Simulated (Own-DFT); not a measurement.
# Short bonds, stiff crystals?

The numbers are computed, not measured, by runs of the plane-wave DFT program Own-DFT (in-house, retired, unreviewed) at fixed positions, with no spin and no spin-orbit coupling.

Limits (not all hold for every row): forces on such cells moved up to 12 meV/angstrom on a denser k mesh; forces not confirmed at this smearing and k mesh; k mesh not checked against a denser one; forces on such cells passed a denser k mesh, each cell not checked; stress not checked against mesh or cutoff.

All runs are PBE with PseudoDojo norm-conserving files; cutoff and k mesh are each material's own. Every cell starts from measured lattice constants and was given uniform random strains and small random moves of its atoms. Each triple is the change of volume in per cent, the rms move u in Å and the pressure in GPa.

- 2H SiC (C36Si36), 10.36 Å³/atom unstrained: (-2.55, 0.048, 11.41); (-0.14, 0.052, 5.63); (0.14, 0.052, 5.30); (0.39, 0.051, 4.78); (2.56, 0.048, -0.57); (3.47, 0.046, -2.28); (3.80, 0.055, -2.79)
- wurtzite AlN (Al64N64), 10.45 Å³/atom unstrained: (-3.98, 0.048, 14.87); (-3.05, 0.051, 13.22); (-1.69, 0.048, 9.50); (-1.19, 0.051, 8.76); (0.40, 0.051, 5.16); (1.60, 0.050, 2.86); (1.65, 0.049, 2.14)
- wurtzite GaN (Ga36N36), 11.42 Å³/atom unstrained: withheld
- diamond silicon (Si64), 20.02 Å³/atom unstrained: (-2.60, 0.050, 5.18); (-1.79, 0.047, 4.36); (-0.70, 0.053, 3.54); (-0.47, 0.054, 3.13); (1.68, 0.047, 0.95); (2.43, 0.046, 0.53); (3.35, 0.055, -0.22)
- zincblende GaAs (As32Ga32), 22.58 Å³/atom unstrained: (-3.15, 0.050, 6.66); (-1.45, 0.052, 5.32); (-1.19, 0.053, 5.05); (0.19, 0.051, 3.99); (0.54, 0.050, 3.69); (0.89, 0.049, 3.38); (1.12, 0.055, 3.44)
- zincblende InP (In48P48), 25.27 Å³/atom unstrained: (-3.60, 0.051, 6.61); (-1.84, 0.050, 5.15); (-1.52, 0.048, 4.79); (0.67, 0.054, 3.39); (1.74, 0.051, 2.55); (2.22, 0.053, 2.13); (3.10, 0.049, 1.58)
- grey tin (Sn64), 34.15 Å³/atom unstrained: (-2.19, 0.049, 5.04); (-1.13, 0.047, 4.33); (-1.03, 0.048, 4.21); (-0.21, 0.051, 3.82); (0.71, 0.047, 3.28); (0.90, 0.052, 3.28); (1.07, 0.047, 3.18)

## Fit

Fit a line to each set against the fractional change of volume; B is minus its slope, and u is nearly the same within a set. To take it to zero pressure, assume that B rises by 4 GPa for each GPa: B0 = B - 4 x (mean pressure). The bond length of an ideal tetrahedral crystal with the unstrained volume v is d = (√3/4)(8 v)^(1/3). Cohen's empirical rule reads B0 = (1971 - 220 L) d^(-3.5) GPa, with L = 0 for group IV crystals and SiC and 1 for III-V compounds.

| material | L | d (Å) | B (GPa) | mean P (GPa) | B0 (GPa) | rule (GPa) |
|---|---|---|---|---|---|---|
| 2H SiC (C36Si36) | 0 | 1.888 | 226 ± 4 | 3.1 | 214 ± 4 | 213 |
| wurtzite AlN (Al64N64) | 1 | 1.893 | 223 ± 5 | 8.1 | 191 ± 5 | 188 |
| wurtzite GaN (Ga36N36) | 1 | 1.950 | ? | ? | ? | 169 |
| diamond silicon (Si64) | 0 | 2.352 | 92 ± 3 | 2.5 | 82 ± 3 | 99 |
| zincblende GaAs (As32Ga32) | 1 | 2.448 | 79 ± 2 | 4.5 | 60 ± 2 | 76 |
| zincblende InP (In48P48) | 1 | 2.541 | 74 ± 2 | 3.7 | 59 ± 2 | 67 |
| grey tin (Sn64) | 0 | 2.810 | 56 ± 2 | 3.9 | 40 ± 2 | 53 |

A line through ln[B0/(1971 - 220 L)] against ln d has a slope of -4.2 ± 0.1 and a scatter of 5 %. Against the rule, B0 stands at 100 % for 2H SiC, 102 % for wurtzite AlN, 83 % for diamond silicon, 79 % for zincblende GaAs, 88 % for zincblende InP, 76 % for grey tin. PBE tends to make silicon and heavier crystals too soft, and the rule itself is only a guide.

## Check

The question: what B0 does the fitted trend give for wurtzite GaN (Ga36N36)?

Estimate: 166 GPa. Its own runs give B = 203 ± 9 GPa at a mean pressure of 9.4 GPa, so B0 = 165 GPa.
